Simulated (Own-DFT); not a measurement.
# Computed records: GaP (zincblende, atoms displaced)

A calculation, not a measurement: plane-wave PBE density functional theory by an unreviewed code, no spin, of a simulated periodic cell, stress positive in tension, free energy of the whole cell less one offset for each atom, forces on such cells passed a denser k mesh, this cell's mesh not checked; offsets are fitted by least squares, one for each functional and potential file, so energies compare only between cells with the same atoms and settings and are not formation energies; the far tail of each file's local potential was reset to the Coulomb form; each entry is a single point on an unrelaxed cell, so the pressure reflects the starting lattice, mostly measured values (interpolated for alloys), from which strain is counted, and rises with the displacements; printed positions are rounded, which can move forces by about a meV/angstrom; the program, named Own-DFT, is a retired in-house code; no spin-orbit coupling. Program: Own-DFT development build.

Settings shared by all entries: functional PBE; potential files PseudoDojo norm-conserving, scalar-relativistic, standard set; wave cutoff 42 hartree; occupations Fermi-Dirac; smearing width 0.1 eV; k mesh 2 x 3 x 3 centred on Gamma.

(1) GaP (zincblende, atoms displaced)

```xyz
96
Lattice="16.3515 0.0000 0.0000 0.0000 10.9010 0.0000 0.0000 0.0000 10.9010" Properties=species:S:1:pos:R:3 GaP
Ga    16.3188    10.8928    10.8894
Ga     0.0022     2.7317     2.7525
Ga     2.7419     0.0395     2.7182
Ga     2.7144     2.7596    10.8870
P      1.3632     1.4035     1.3595
P      1.3376     4.0726     4.1049
P      4.0896     1.4024     4.0424
P      4.0648     4.0868     1.3456
Ga     0.0231     0.0169     5.4379
Ga    16.3506     2.6947     8.1871
Ga     2.6978    10.8992     8.1810
Ga     2.7108     2.7198     5.4729
P      1.3453     1.4294     6.8056
P      1.3526     4.0834     9.5225
P      4.0904     1.3669     9.5628
P      4.1141     4.1112     6.8241
Ga    16.3429     5.4166    10.8682
Ga    16.3442     8.1624     2.7545
Ga     2.7123     5.4684     2.6871
Ga     2.7443     8.1574    10.8436
P      1.3786     6.8163     1.3547
P      1.3517     9.5598     4.0788
P      4.1017     6.8173     4.0749
P      4.1054     9.5137     1.3740
Ga    16.3309     5.4231     5.4489
Ga     0.0020     8.1829     8.1619
Ga     2.7169     5.4614     8.1918
Ga     2.6976     8.1783     5.4579
P      1.3675     6.8006     6.8198
P      1.3560     9.5484     9.5424
P      4.0801     6.7906     9.5198
P      4.0893     9.5657     6.8140
Ga     5.4282     0.0333     0.0182
Ga     5.4991     2.7191     2.7257
Ga     8.1662     0.0033     2.7025
Ga     8.2064     2.7220    10.8866
P      6.8310     1.3544     1.3416
P      6.8195     4.0788     4.0840
P      9.5584     1.4005     4.0937
P      9.5592     4.0796     1.3797
Ga     5.4778    10.8804     5.4663
Ga     5.4551     2.7221     8.1877
Ga     8.1500     0.0068     8.1486
Ga     8.1697     2.7149     5.4403
P      6.8236     1.3755     6.8378
P      6.8047     4.0676     9.5342
P      9.5636     1.3440     9.5601
P      9.5093     4.0675     6.8238
Ga     5.4483     5.4725    10.8896
Ga     5.4488     8.1663     2.7072
Ga     8.1822     5.4436     2.7294
Ga     8.2063     8.1622     0.0026
P      6.7967     6.8267     1.3485
P      6.8461     9.5165     4.1012
P      9.5434     6.8058     4.0962
P      9.5899     9.5611     1.3921
Ga     5.4376     5.4182     5.4496
Ga     5.4514     8.1604     8.1610
Ga     8.2210     5.4490     8.2012
Ga     8.1818     8.1351     5.4876
P      6.7940     6.8138     6.7960
P      6.7861     9.5256     9.5414
P      9.5310     6.8122     9.5343
P      9.5262     9.5553     6.7901
Ga    10.8736     0.0146     0.0044
Ga    10.9063     2.7346     2.7286
Ga    13.6184    10.8721     2.6976
Ga    13.6156     2.6819    10.8544
P     12.2714     1.3774     1.3852
P     12.2824     4.0815     4.0559
P     14.9595     1.3916     4.0859
P     14.9890     4.0946     1.3149
Ga    10.9186     0.0086     5.4548
Ga    10.8960     2.7082     8.1606
Ga    13.6041     0.0062     8.1868
Ga    13.6728     2.7373     5.4718
P     12.2772     1.3805     6.8143
P     12.2922     4.1140     9.5136
P     15.0311     1.3420     9.5308
P     15.0060     4.1242     6.7982
Ga    10.9165     5.4399     0.0231
Ga    10.9051     8.1699     2.7704
Ga    13.6384     5.4595     2.7369
Ga    13.5914     8.1637    10.8784
P     12.2726     6.8182     1.3218
P     12.2493     9.5045     4.0733
P     14.9730     6.8335     4.0700
P     15.0114     9.5559     1.3401
Ga    10.9104     5.4597     5.4511
Ga    10.8867     8.1927     8.1757
Ga    13.6456     5.4734     8.1443
Ga    13.6343     8.2156     5.4306
P     12.2338     6.8273     6.8195
P     12.2675     9.5262     9.5603
P     15.0205     6.7931     9.4994
P     14.9418     9.5423     6.8088
```

- free energy of cell above offsets: -53.570 eV
- pressure: 2.72 GPa
- stress xx: -2.71 GPa
- stress yy: -2.71 GPa
- stress zz: -2.72 GPa
- stress yz: 0.07 GPa
- stress xz: 0.18 GPa
- stress xy: -0.09 GPa

Force:
| element | x (eV/Å) | y (eV/Å) | z (eV/Å) |
| --- | --- | --- | --- |
| Ga | 0.683 | 0.212 | 0.299 |
| Ga | -0.264 | 0.087 | -0.41 |
| Ga | -0.144 | -0.289 | -0.221 |
| Ga | 0.034 | -0.219 | 0.03 |
| P | -0.164 | -0.383 | -0.136 |
| P | 0.426 | 0.367 | -0.166 |
| P | 0.233 | -0.325 | 0.76 |
| P | 0.5 | 0.083 | 0.19 |
| Ga | -0.461 | 0.076 | 0.124 |
| Ga | -0.14 | 0.61 | -0.142 |
| Ga | 0.164 | 0.324 | -0.086 |
| Ga | 0.46 | 0.382 | -0.308 |
| P | 0.172 | -0.889 | 0.165 |
| P | 0.082 | -0.037 | -0.123 |
| P | -0.306 | 0.085 | -0.321 |
| P | -0.445 | -0.384 | 0.109 |
| Ga | 0.189 | 0.38 | 0.258 |
| Ga | 0.202 | 0.221 | -0.484 |
| Ga | 0.089 | -0.259 | 0.469 |
| Ga | -0.088 | 0.211 | 0.499 |
| P | -0.43 | 0.123 | -0.32 |
| P | 0.239 | -0.055 | -0.007 |
| P | -0.284 | -0.119 | 0.154 |
| P | -0.375 | 0.311 | -0.27 |
| Ga | 0.286 | 0.544 | -0.246 |
| Ga | -0.043 | 0.077 | -0.092 |
| Ga | 0.004 | -0.251 | -0.232 |
| Ga | 0.306 | 0.058 | -0.134 |
| P | -0.206 | 0.053 | -0.189 |
| P | -0.07 | -0.117 | -0.085 |
| P | 0.24 | 0.201 | -0.082 |
| P | -0.215 | -0.287 | 0.034 |
| Ga | 0.146 | -0.483 | -0.057 |
| Ga | -0.336 | 0.201 | -0.389 |
| Ga | 0.239 | -0.003 | 0.375 |
| Ga | -0.123 | 0.095 | 0.094 |
| P | 0.022 | 0.205 | 0.06 |
| P | 0.044 | 0.121 | 0.073 |
| P | -0.168 | -0.48 | -0.123 |
| P | -0.209 | 0.097 | -0.2 |
| Ga | -0.151 | 0.359 | -0.357 |
| Ga | -0.157 | -0.033 | -0.028 |
| Ga | 0.204 | -0.227 | 0.496 |
| Ga | -0.005 | 0.068 | 0.129 |
| P | -0.235 | 0.027 | -0.392 |
| P | 0.271 | 0.325 | 0.164 |
| P | -0.36 | 0.112 | -0.542 |
| P | 0.355 | 0.169 | -0.243 |
| Ga | -0.033 | -0.371 | 0.098 |
| Ga | 0.201 | 0.13 | 0.35 |
| Ga | -0.118 | 0.143 | -0.142 |
| Ga | -0.162 | 0.411 | 0.129 |
| P | 0.392 | -0.224 | 0.109 |
| P | -0.14 | 0.026 | -0.16 |
| P | -0.134 | -0.076 | 0.002 |
| P | -0.484 | -0.392 | -0.128 |
| Ga | 0.143 | 0.35 | -0.246 |
| Ga | -0.145 | 0.17 | 0.033 |
| Ga | -0.669 | -0.047 | -0.257 |
| Ga | 0.02 | 0.248 | -0.311 |
| P | 0.221 | -0.46 | 0.321 |
| P | 0.252 | 0.171 | 0.089 |
| P | 0.416 | -0.013 | 0.229 |
| P | 0.134 | -0.061 | 0.223 |
| Ga | 0.625 | -0.119 | 0.225 |
| Ga | 0.118 | -0.024 | 0.021 |
| Ga | 0.081 | 0.177 | 0.236 |
| Ga | 0.113 | 0.355 | 0.235 |
| P | -0.145 | -0.204 | -0.374 |
| P | -0.011 | 0.124 | 0.546 |
| P | 0.217 | -0.556 | -0.104 |
| P | -0.144 | -0.305 | 0.429 |
| Ga | -0.038 | 0.023 | -0.175 |
| Ga | 0.085 | 0.265 | 0.244 |
| Ga | 0.08 | -0.059 | 0.034 |
| Ga | -0.405 | 0.172 | -0.168 |
| P | 0.028 | -0.096 | -0.065 |
| P | -0.264 | -0.311 | -0.028 |
| P | -0.596 | 0.015 | -0.16 |
| P | -0.146 | -0.514 | 0.475 |
| Ga | -0.081 | -0.008 | -0.345 |
| Ga | -0.021 | -0.286 | -0.58 |
| Ga | -0.046 | -0.079 | -0.542 |
| Ga | 0.765 | -0.026 | 0.002 |
| P | -0.156 | -0.018 | 0.736 |
| P | 0.225 | 0.598 | 0.182 |
| P | 0.118 | -0.228 | 0.42 |
| P | -0.362 | -0.581 | 0.174 |
| Ga | -0.024 | -0.402 | 0.009 |
| Ga | -0.043 | 0.082 | 0.016 |
| Ga | -0.182 | 0.028 | 0.02 |
| Ga | -0.279 | -0.469 | 0.176 |
| P | 0.379 | 0.135 | -0.201 |
| P | -0.332 | 0.353 | -0.241 |
| P | -0.289 | 0.343 | 0.328 |
| P | 0.623 | 0.266 | 0.04 |

(2) GaP (zincblende, atoms displaced)

```xyz
96
Lattice="16.3515 0.0000 0.0000 0.0000 10.9010 0.0000 0.0000 0.0000 10.9010" Properties=species:S:1:pos:R:3 GaP
Ga    16.3283     0.0094     0.0065
Ga     0.0140     2.6903     2.7374
Ga     2.7422     0.0083     2.7305
Ga     2.7275     2.7338     0.0156
P      1.3630     1.3621     1.3600
P      1.3746     4.0542     4.1031
P      4.0660     1.3843     4.0559
P      4.0901     4.1019     1.3599
Ga     0.0366    10.8895     5.4881
Ga    16.3245     2.7240     8.1760
Ga     2.7159    10.8938     8.1368
Ga     2.6803     2.7513     5.4657
P      1.3405     1.3402     6.7886
P      1.3809     4.0864     9.5373
P      4.0578     1.3761     9.5424
P      4.0610     4.0758     6.8209
Ga     0.0340     5.4394    10.8895
Ga    16.3314     8.1913     2.7277
Ga     2.7436     5.4539     2.7650
Ga     2.7307     8.1590     0.0258
P      1.3688     6.7966     1.3399
P      1.3608     9.5565     4.0621
P      4.0971     6.8118     4.0906
P      4.0513     9.5540     1.3465
Ga     0.0010     5.4547     5.4517
Ga     0.0077     8.2305     8.1574
Ga     2.7596     5.4709     8.1497
Ga     2.7420     8.1257     5.4416
P      1.3294     6.8330     6.8360
P      1.3584     9.5312     9.5225
P      4.1054     6.8233     9.5428
P      4.1072     9.5387     6.8098
Ga     5.4693    10.9003     0.0266
Ga     5.4482     2.7134     2.7081
Ga     8.1671     0.0038     2.7255
Ga     8.1673     2.7349    10.8985
P      6.7884     1.3515     1.3689
P      6.8182     4.0936     4.1014
P      9.5514     1.3931     4.1086
P      9.5555     4.0635     1.3823
Ga     5.4350     0.0259     5.4698
Ga     5.4425     2.7211     8.2076
Ga     8.1879     0.0319     8.1861
Ga     8.1738     2.7583     5.4480
P      6.8084     1.3811     6.8078
P      6.8241     4.0890     9.5114
P      9.5408     1.3562     9.5714
P      9.5706     4.0703     6.8408
Ga     5.4494     5.4430     0.0044
Ga     5.4589     8.1745     2.7549
Ga     8.1714     5.4529     2.7065
Ga     8.2143     8.1417    10.8972
P      6.7975     6.8702     1.3458
P      6.8221     9.5450     4.1380
P      9.5460     6.8209     4.1036
P      9.5316     9.5065     1.3498
Ga     5.4719     5.4509     5.4678
Ga     5.4554     8.1528     8.1861
Ga     8.1278     5.4670     8.2017
Ga     8.1549     8.2007     5.4811
P      6.8493     6.7464     6.8283
P      6.7984     9.5538     9.5396
P      9.5558     6.7872     9.5485
P      9.5404     9.5398     6.7956
Ga    10.9276     0.0085    10.8951
Ga    10.8906     2.6932     2.7062
Ga    13.6177     0.0248     2.7096
Ga    13.6302     2.7095     0.0274
P     12.2440     1.3807     1.3830
P     12.2559     4.0604     4.0937
P     14.9721     1.3555     4.0915
P     15.0192     4.1302     1.3810
Ga    10.8918    10.8807     5.4444
Ga    10.9110     2.7465     8.1826
Ga    13.6213     0.0056     8.1488
Ga    13.6161     2.7457     5.4123
P     12.3128     1.3434     6.8331
P     12.2744     4.0996     9.5599
P     14.9820     1.3384     9.5639
P     14.9727     4.0875     6.8052
Ga    10.9037     5.4389    10.8906
Ga    10.9231     8.2199     2.7215
Ga    13.6413     5.4248     2.7366
Ga    13.5938     8.1492     0.0124
P     12.2824     6.8098     1.3510
P     12.2846     9.5068     4.0858
P     14.9624     6.7967     4.0756
P     15.0133     9.5682     1.3561
Ga    10.8910     5.4664     5.5051
Ga    10.9033     8.1559     8.1404
Ga    13.6010     5.4571     8.1995
Ga    13.6118     8.1909     5.4299
P     12.2684     6.8394     6.8075
P     12.2796     9.5311     9.5498
P     15.0168     6.7962     9.5213
P     14.9874     9.5343     6.7892
```

* free energy of cell above offsets: -53.558 eV
* pressure: 2.72 GPa
* stress xx: -2.72 GPa
* stress yy: -2.71 GPa
* stress zz: -2.73 GPa
* stress yz: 0.07 GPa
* stress xz: -0.12 GPa
* stress xy: -0.03 GPa

Force:
| element | x (eV/Å) | y (eV/Å) | z (eV/Å) |
| --- | --- | --- | --- |
| Ga | 0.51 | -0.099 | -0.155 |
| Ga | -0.224 | 0.208 | -0.09 |
| Ga | -0.286 | 0.002 | -0.175 |
| Ga | -0.123 | 0.011 | -0.056 |
| P | 0.08 | -0.068 | -0.021 |
| P | -0.328 | 0.548 | -0.229 |
| P | 0.125 | 0.032 | 0.583 |
| P | 0.026 | -0.059 | 0.168 |
| Ga | -0.517 | -0.105 | -0.688 |
| Ga | 0.132 | -0.029 | 0.103 |
| Ga | 0.063 | 0.005 | 0.305 |
| Ga | 0.416 | -0.459 | -0.021 |
| P | 0.216 | 0.47 | 0.484 |
| P | 0.03 | -0.036 | -0.289 |
| P | 0.242 | -0.346 | 0.063 |
| P | 0.438 | 0.046 | -0.128 |
| Ga | -0.184 | 0.044 | -0.127 |
| Ga | 0.159 | -0.206 | -0.116 |
| Ga | -0.256 | -0.126 | -0.325 |
| Ga | -0.144 | 0.118 | -0.393 |
| P | -0.034 | 0.114 | 0.596 |
| P | 0.205 | -0.352 | 0.357 |
| P | 0.275 | -0.172 | 0.125 |
| P | 0.529 | -0.205 | 0.35 |
| Ga | -0.044 | -0.055 | -0.019 |
| Ga | -0.316 | -0.359 | 0.222 |
| Ga | -0.393 | 0.03 | 0.307 |
| Ga | -0.351 | 0.572 | 0.121 |
| P | 0.376 | -0.179 | -0.289 |
| P | 0.182 | 0.245 | 0.339 |
| P | -0.172 | -0.155 | 0.048 |
| P | -0.151 | -0.285 | -0.062 |
| Ga | -0.482 | -0.015 | -0.375 |
| Ga | -0.004 | 0.288 | 0.189 |
| Ga | 0.233 | -0.087 | 0.148 |
| Ga | 0.026 | -0.094 | 0.139 |
| P | 0.398 | 0.209 | -0.028 |
| P | -0.145 | -0.01 | -0.38 |
| P | -0.244 | -0.408 | -0.166 |
| P | -0.258 | 0.281 | -0.292 |
| Ga | -0.034 | 0.059 | -0.268 |
| Ga | -0.121 | -0.045 | -0.262 |
| Ga | -0.12 | -0.226 | -0.094 |
| Ga | 0.131 | -0.12 | 0.208 |
| P | 0.09 | 0.098 | 0.133 |
| P | -0.279 | -0.077 | 0.536 |
| P | 0.133 | 0.253 | -0.264 |
| P | -0.575 | 0.357 | 0.015 |
| Ga | 0.159 | 0.122 | -0.082 |
| Ga | -0.165 | 0.466 | -0.185 |
| Ga | 0.025 | 0.228 | 0.125 |
| Ga | -0.34 | 0.37 | -0.28 |
| P | 0.135 | -0.646 | 0.154 |
| P | -0.286 | 0.157 | -0.366 |
| P | -0.085 | 0.095 | -0.122 |
| P | 0.165 | 0.573 | 0.116 |
| Ga | -0.334 | -0.25 | -0.069 |
| Ga | 0.206 | 0.154 | -0.176 |
| Ga | 0.978 | -0.436 | -0.007 |
| Ga | 0.258 | -0.482 | -0.138 |
| P | -0.499 | 0.946 | -0.187 |
| P | 0.437 | -0.251 | -0.002 |
| P | -0.118 | 0.118 | -0.335 |
| P | -0.126 | 0.083 | 0.436 |
| Ga | -0.186 | -0.266 | 0.148 |
| Ga | 0.059 | 0.326 | 0.449 |
| Ga | 0.128 | -0.261 | 0.143 |
| Ga | 0.201 | 0.34 | 0.03 |
| P | 0.191 | -0.276 | -0.288 |
| P | -0.367 | 0.461 | -0.165 |
| P | 0.305 | -0.107 | 0.141 |
| P | -0.007 | -0.638 | -0.151 |
| Ga | 0.377 | 0.23 | 0.028 |
| Ga | 0.228 | -0.477 | 0.192 |
| Ga | 0.305 | -0.35 | 0.445 |
| Ga | 0.179 | -0.295 | 0.37 |
| P | -0.709 | 0.394 | -0.457 |
| P | -0.009 | -0.308 | -0.038 |
| P | -0.13 | 0.261 | -0.318 |
| P | -0.076 | 0.094 | 0.064 |
| Ga | 0.063 | -0.015 | 0.351 |
| Ga | -0.176 | -0.628 | -0.03 |
| Ga | -0.357 | 0.064 | -0.069 |
| Ga | 0.741 | 0.191 | -0.218 |
| P | -0.376 | -0.24 | 0.424 |
| P | -0.169 | 0.724 | -0.154 |
| P | 0.29 | 0.232 | 0.193 |
| P | -0.596 | -0.381 | 0.027 |
| Ga | 0.106 | -0.153 | -0.479 |
| Ga | -0.076 | 0.321 | 0.43 |
| Ga | 0.304 | 0.05 | -0.231 |
| Ga | 0.343 | -0.307 | 0.142 |
| P | 0.202 | -0.262 | 0.056 |
| P | -0.182 | -0.024 | -0.353 |
| P | -0.14 | 0.353 | 0.13 |
| P | -0.109 | 0.091 | 0.081 |

(3) GaP (zincblende, atoms displaced)

```xyz
96
Lattice="16.3515 0.0000 0.0000 0.0000 10.9010 0.0000 0.0000 0.0000 10.9010" Properties=species:S:1:pos:R:3 GaP
Ga     0.0008     0.0064     0.0143
Ga     0.0169     2.7107     2.7437
Ga     2.7659     0.0109     2.7165
Ga     2.7073     2.7069    10.8997
P      1.3582     1.3375     1.3591
P      1.3457     4.0893     4.1007
P      4.0868     1.3508     4.1082
P      4.0767     4.1204     1.3562
Ga    16.3255    10.8923     5.4728
Ga    16.3513     2.7262     8.1826
Ga     2.7188    10.8875     8.1895
Ga     2.7257     2.7180     5.4439
P      1.3579     1.2970     6.8261
P      1.3916     4.1012     9.5138
P      4.0539     1.3623     9.5433
P      4.0726     4.0722     6.7837
Ga     0.0124     5.4421     0.0094
Ga    16.3447     8.1796     2.7146
Ga     2.7321     5.4560     2.6645
Ga     2.6811     8.1959    10.8712
P      1.3737     6.7891     1.3664
P      1.3591     9.5298     4.0618
P      4.0723     6.8391     4.0675
P      4.1252     9.5483     1.3629
Ga     0.0019     5.4486     5.4334
Ga     0.0027     8.1654     8.1871
Ga     2.7299     5.4550     8.1917
Ga     2.7050     8.2076     5.4314
P      1.3444     6.8152     6.7858
P      1.3450     9.5261     9.5431
P      4.0898     6.8185     9.5369
P      4.0875     9.5150     6.8360
Ga     5.4013    10.8988     0.0105
Ga     5.4745     2.7058     2.7116
Ga     8.1580    10.8893     2.7271
Ga     8.1802     2.7350    10.9004
P      6.8376     1.3740     1.3513
P      6.8205     4.0871     4.0891
P      9.5508     1.3520     4.0950
P      9.5317     4.0441     1.3757
Ga     5.4765    10.8890     5.4714
Ga     5.4486     2.7345     8.1493
Ga     8.1745     0.0175     8.1934
Ga     8.1403     2.7255     5.4547
P      6.8486     1.3372     6.7994
P      6.8281     4.0987     9.5375
P      9.5871     1.4002     9.5587
P      9.5773     4.0964     6.7726
Ga     5.4426     5.4619     0.0197
Ga     5.4355     8.1761     2.7349
Ga     8.1900     5.4104     2.7362
Ga     8.1514     8.2040     0.0113
P      6.8117     6.8012     1.3367
P      6.8252     9.5225     4.0725
P      9.5287     6.8242     4.0429
P      9.5605     9.5846     1.3992
Ga     5.4476     5.4741     5.4684
Ga     5.4764     8.1508     8.1679
Ga     8.1857     5.4675     8.1779
Ga     8.1854     8.1584     5.4974
P      6.8034     6.8114     6.7997
P      6.7999     9.5384     9.5515
P      9.5297     6.8453     9.5313
P      9.5390     9.5388     6.8078
Ga    10.9007     0.0137     0.0143
Ga    10.8835     2.7105     2.7115
Ga    13.6706     0.0073     2.6964
Ga    13.6169     2.7223     0.0072
P     12.2595     1.3615     1.3843
P     12.2609     4.0835     4.0833
P     14.9820     1.3680     4.0817
P     15.0179     4.0842     1.3839
Ga    10.9061     0.0029     5.4528
Ga    10.8840     2.6928     8.1720
Ga    13.6436    10.8967     8.1761
Ga    13.6266     2.7821     5.4502
P     12.2428     1.3483     6.7880
P     12.2582     4.0870     9.5657
P     14.9447     1.3458     9.5120
P     14.9829     4.0989     6.7915
Ga    10.9300     5.4279     0.0043
Ga    10.9040     8.1766     2.7328
Ga    13.6571     5.4523     2.7421
Ga    13.6288     8.1906     0.0129
P     12.2813     6.8075     1.3497
P     12.2638     9.5317     4.1259
P     14.9619     6.8143     4.0914
P     14.9781     9.5443     1.3972
Ga    10.9088     5.4355     5.4731
Ga    10.8941     8.1828     8.1746
Ga    13.6092     5.4466     8.1847
Ga    13.6248     8.1662     5.4382
P     12.2730     6.8060     6.8142
P     12.2892     9.5714     9.5416
P     14.9805     6.8033     9.4767
P     15.0127     9.5353     6.8282
```

- free energy of cell above offsets: -53.606 eV
- pressure: 2.72 GPa
- stress xx: -2.71 GPa
- stress yy: -2.73 GPa
- stress zz: -2.71 GPa
- stress yz: 0.06 GPa
- stress xz: -0.03 GPa
- stress xy: -0.17 GPa

Force:
| element | x (eV/Å) | y (eV/Å) | z (eV/Å) |
| --- | --- | --- | --- |
| Ga | -0.334 | -0.107 | -0.228 |
| Ga | -0.026 | -0.018 | -0.063 |
| Ga | -0.234 | -0.215 | 0.067 |
| Ga | 0.029 | 0.281 | 0.079 |
| P | 0.146 | 0.263 | 0.163 |
| P | 0.445 | 0.031 | -0.323 |
| P | 0.296 | 0.131 | -0.132 |
| P | 0.223 | -0.758 | -0.068 |
| Ga | 0.158 | -0.039 | -0.451 |
| Ga | -0.022 | -0.1 | -0.175 |
| Ga | 0.094 | -0.166 | -0.001 |
| Ga | -0.336 | -0.206 | 0.085 |
| P | 0.039 | 0.691 | -0.112 |
| P | -0.385 | -0.258 | 0.316 |
| P | 0.362 | 0.086 | -0.18 |
| P | 0.106 | 0.285 | 0.275 |
| Ga | -0.167 | 0.065 | -0.352 |
| Ga | 0.056 | -0.28 | 0.151 |
| Ga | -0.08 | -0.088 | 0.842 |
| Ga | 0.511 | -0.19 | 0.414 |
| P | -0.309 | 0.521 | -0.265 |
| P | -0.083 | 0.412 | 0.064 |
| P | -0.057 | -0.328 | 0.204 |
| P | -0.645 | -0.362 | -0.032 |
| Ga | -0.196 | 0.137 | 0.061 |
| Ga | 0.064 | -0.031 | -0.273 |
| Ga | 0.085 | 0.167 | -0.485 |
| Ga | 0.094 | -0.223 | 0.118 |
| P | 0.298 | -0.004 | 0.232 |
| P | -0.139 | 0.264 | -0.064 |
| P | -0.02 | 0.049 | 0.056 |
| P | 0.079 | 0.161 | -0.142 |
| Ga | 0.52 | 0.295 | -0.209 |
| Ga | -0.294 | 0.217 | 0.119 |
| Ga | 0.182 | 0.292 | 0.166 |
| Ga | -0.006 | -0.039 | -0.153 |
| P | -0.288 | -0.29 | -0.141 |
| P | -0.348 | 0.059 | 0.091 |
| P | -0.361 | 0.085 | -0.014 |
| P | 0.174 | 0.504 | -0.23 |
| Ga | -0.204 | -0.224 | -0.181 |
| Ga | 0.094 | -0.18 | 0.159 |
| Ga | 0.316 | -0.17 | 0.205 |
| Ga | 0.584 | 0.021 | -0.166 |
| P | -0.397 | 0.287 | 0.327 |
| P | -0.253 | -0.05 | -0.061 |
| P | -0.686 | -0.454 | -0.032 |
| P | -0.673 | -0.278 | 0.606 |
| Ga | 0.051 | -0.062 | -0.366 |
| Ga | 0.345 | -0.132 | -0.186 |
| Ga | -0.136 | 0.302 | -0.261 |
| Ga | 0.408 | 0.004 | 0.137 |
| P | 0.12 | 0.073 | 0.543 |
| P | -0.085 | -0.065 | 0.361 |
| P | 0.094 | -0.259 | 0.647 |
| P | -0.226 | -0.484 | -0.406 |
| Ga | -0.205 | -0.192 | -0.461 |
| Ga | -0.197 | 0.172 | 0.166 |
| Ga | 0.163 | -0.156 | -0.186 |
| Ga | 0.032 | 0.113 | -0.614 |
| P | 0.205 | -0.142 | 0.24 |
| P | -0.063 | 0.257 | -0.146 |
| P | 0.138 | -0.239 | 0.364 |
| P | -0.011 | 0.162 | 0.233 |
| Ga | 0.223 | -0.053 | -0.052 |
| Ga | 0.196 | -0.038 | 0.361 |
| Ga | -0.651 | 0.02 | 0.606 |
| Ga | 0.13 | 0.015 | 0.151 |
| P | 0.176 | -0.013 | -0.154 |
| P | -0.119 | 0.156 | -0.223 |
| P | 0.036 | 0.044 | 0.289 |
| P | -0.158 | -0.134 | -0.206 |
| Ga | -0.163 | -0.135 | -0.095 |
| Ga | 0.416 | 0.469 | -0.221 |
| Ga | -0.334 | -0.027 | -0.445 |
| Ga | -0.145 | -0.597 | -0.081 |
| P | 0.491 | 0.242 | 0.274 |
| P | 0.061 | -0.257 | -0.482 |
| P | 0.576 | 0.35 | 0.475 |
| P | 0.171 | 0.012 | 0.398 |
| Ga | -0.535 | 0.285 | 0.083 |
| Ga | 0.239 | 0.075 | -0.097 |
| Ga | -0.34 | -0.131 | -0.198 |
| Ga | 0.114 | -0.153 | -0.306 |
| P | -0.077 | 0.022 | 0.249 |
| P | 0.181 | 0.189 | -0.548 |
| P | 0.488 | 0.089 | -0.05 |
| P | 0.341 | -0.194 | -0.58 |
| Ga | 0.108 | 0.469 | -0.623 |
| Ga | 0.274 | 0.092 | 0.036 |
| Ga | -0.05 | -0.208 | -0.173 |
| Ga | 0.052 | 0.145 | 0.369 |
| P | -0.146 | 0.123 | 0.058 |
| P | -0.344 | -0.294 | 0.039 |
| P | 0.102 | 0.075 | 0.914 |
| P | -0.355 | -0.238 | -0.099 |
